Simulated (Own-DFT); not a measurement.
# Which defects push the lattice out? B20 RuSi

The numbers are computed, not measured, by runs of the plane-wave DFT program Own-DFT (in-house, retired, unreviewed) at fixed positions, with no spin and no spin-orbit coupling.

All runs used: PBE; PseudoDojo norm-conserving scalar-relativistic files; cutoff 50 hartree; 5 x 4 x 5 k mesh centred on Gamma; cold (Marzari-Vanderbilt) smearing of 0.2 eV.

Limits (not all hold for every row): not probed for a lower state with spin; forces on such cells failed a check on a denser k mesh; stress not checked against mesh or cutoff.

All runs share one cell, with vectors in Å (4.709, 0.000, 4.709); (0.000, 9.417, 0.000); (-4.709, 0.000, 4.709) and a volume of 417.6 Å³. u is the rms random offset of the atoms per axis. The defect's site can differ from row to row.

```
               cell   formula   u (Å)  P (GPa)
          no defect  Ru16Si16  0.0187     4.87
          no defect  Ru16Si16  0.0222     4.36
          no defect  Ru16Si16  0.0535     6.63
     one Si vacancy  Ru16Si15  0.0301     2.50
     one Si vacancy  Ru16Si15  0.0303     2.17
     one Si vacancy  Ru16Si15  0.0445     2.76
one Ru on a Si site  Ru17Si15  0.0295     8.07
one Ru on a Si site  Ru17Si15  0.0497    10.17
one Ru on a Si site  Ru17Si15  0.0552     9.81
     one Ru vacancy  Ru15Si16  0.0263     2.82
     one Ru vacancy  Ru15Si16  0.0318     2.33
     one Ru vacancy  Ru15Si16  0.0474     3.59
one Si on a Ru site  Ru15Si17  0.0273     5.73
one Si on a Ru site  Ru15Si17  0.0310     5.88
one Si on a Ru site  Ru15Si17  0.0478        ?
one Si on a Ru site  Ru15Si17  0.0515     8.61
```

## Analysis

P = P0 + c u² + a shift for each defect gives P0 = 4.13 GPa, c = 934 ± 149 GPa/Å² and a scatter of 0.49 GPa. The shifts, and each times the cell's volume:

- one Ru on a Si site: 3.23 ± 0.42 GPa, 8.4 eV
- one Si on a Ru site: 1.25 ± 0.40 GPa, 3.3 eV
- one Ru vacancy: -2.45 ± 0.40 GPa, -6.4 eV
- one Si vacancy: -2.84 ± 0.40 GPa, -7.4 eV

A positive shift means that the defect pushes the cell outwards. Shift times volume (160.2 GPa Å³ is 1 eV) depends little on the cell's size, so, taken for each site, it can be compared between cells at like pressure. The atoms around the defects weren't relaxed, which would change these numbers.

## Check

Question: what pressure belongs in the blank (one Si on a Ru site, u = 0.0478 Å)?

The fitted form gives 7.52 ± 0.58 GPa. Computed: 6.86 GPa.
